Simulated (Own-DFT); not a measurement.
# How strain changes the stress of 2H SiC, 72 atoms (C36Si36)

These are calculations, not measurements. The program, named Own-DFT, is a retired in-house plane-wave density functional code that no person has reviewed. Each row is one single-point run on a periodic cell that was not relaxed, without spin or spin-orbit coupling.

Settings of every run: PBE; PseudoDojo norm-conserving scalar-relativistic files; cutoff 42 hartree; 4 x 4 x 3 k mesh centred on Gamma; Fermi-Dirac smearing of 0.1 eV.

Known limits: forces on such cells passed a denser k mesh, each cell not checked; stress not checked against mesh or cutoff.

Unstrained cell vectors in Å: (9.248, 0.000, 0.000); (-4.624, 8.009, 0.000); (0.000, 0.000, 10.068). The unstrained cell has measured lattice constants (interpolated for alloys), not those of this functional. That, the random moves and any unrelaxed bonds set the pressure at no strain. Each run strains this cell uniformly, with the atoms carried along. Every atom was also moved at random, by a Gaussian of width 0.05 Å on each axis. Strain is the symmetric tensor, in per cent. Stress is positive in tension, and the pressure is minus a third of its trace.

```
run,e_xx (%),e_yy (%),e_zz (%),e_yz (%),e_xz (%),e_xy (%),s_xx (GPa),s_yy (GPa),s_zz (GPa),s_yz (GPa),s_xz (GPa),s_xy (GPa),P (GPa),E (meV/atom)
1,-1.44,-1.76,-0.69,0.05,0.73,-1.97,-15.76,-16.75,-13.03,1.46,2.75,-8.34,15.18,47.0
2,-1.73,0.02,-1.37,0.58,-1.45,-1.79,-14.89,-6.72,-17.70,1.54,-5.07,-8.26,13.10,29.2
3,-1.89,1.00,-0.91,-1.98,0.44,1.52,-16.43,-1.42,-12.95,-6.93,0.25,5.79,10.27,43.5
4,-1.77,1.76,0.39,-0.16,1.09,1.51,-11.57,3.91,-6.04,0.07,3.70,6.28,4.57,2.9
5,1.74,1.90,-1.02,1.79,1.85,1.73,5.02,6.56,-14.25,5.27,6.63,7.72,0.89,40.0
6,-1.18,-1.77,1.28,-1.48,1.84,1.59,-13.90,-16.83,-0.51,-3.67,5.74,5.88,10.42,53.1
7,-0.53,1.60,-0.21,-0.71,-1.65,0.06,-5.36,2.39,-6.98,-3.07,-5.63,1.10,3.32,5.7
8,-1.41,-0.09,-1.83,0.68,-1.74,0.99,-12.87,-4.58,-24.31,1.39,-6.61,1.59,13.92,40.8
9,-0.56,0.65,0.37,-1.51,1.55,-1.81,-5.07,-3.05,-6.30,-4.99,4.44,-8.16,4.81,26.2
10,0.09,-0.81,1.99,-1.91,-0.99,1.88,-4.18,-9.44,3.11,-6.10,-2.27,7.64,3.50,30.7
11,1.07,-0.25,1.54,1.45,0.52,-1.79,1.15,-3.60,0.20,5.37,2.79,-8.60,0.75,25.2
12,-0.77,-1.99,-0.09,-0.59,0.50,0.89,-11.39,-15.93,-9.47,-1.91,0.78,5.52,12.27,22.3
13,0.71,-1.23,1.07,-1.46,1.85,1.63,-0.25,-9.79,-2.28,-4.40,5.07,7.05,4.11,15.2
14,-0.80,-0.08,0.74,-0.31,0.14,0.22,-9.61,-4.34,-2.85,-0.66,0.82,0.24,5.60,0.0
15,2.00,-0.90,-0.99,1.73,-0.82,1.99,5.20,-8.29,-12.74,6.00,-2.48,8.79,5.28,10.6
16,2.00,1.95,-0.63,1.52,-0.31,-1.17,7.92,7.22,-10.09,4.01,-1.40,-4.53,-1.68,5.3
17,-0.19,1.48,-1.64,-0.84,1.36,1.86,?,?,?,?,?,?,?,?
```

E is the free energy for each atom above the lowest run shown.

## Worked fit

Each stress component was fitted by least squares to a constant and the strains of the runs shown, as fractions, with shears doubled. Shear strains stay in the fit of a normal stress only where such slopes are resolved. The slopes, in GPa:

```
stress,at no strain,per e_xx,per e_yy,per e_zz,scatter
s_xx,-4.8,555 ± 22,115 ± 23,59 ± 28,1.14
s_yy,-4.8,91 ± 23,541 ± 24,8 ± 29,1.20
s_zz,-8.3,35 ± 31,44 ± 33,638 ± 40,1.64
```

Each shear stress against twice its own strain: yz 177 ± 7, xz 159 ± 6, xy 210 ± 10 GPa. These are stiffnesses along x, y and z of the frame in which the cell vectors are given, which need not be the crystal's axes. The atoms are held to the strained lattice; where symmetry lets them move under strain, relaxing them would lower some slopes. The table should be nearly symmetric about its diagonal, and what it lacks of that shows the noise. A ninth of its sum, 232 ± 6 GPa, estimates the bulk modulus near the mean pressure of these runs, 6.6 GPa, so it lies above the value at zero pressure.

## Withheld run

Question: what normal stresses and pressure should run 17 give?

The fit gives s_xx = -5.1, s_yy = 2.9, s_zz = -18.2 and P = 6.8 GPa. The calculation gave -4.84, 3.11, -18.33 and P = 6.69 GPa.
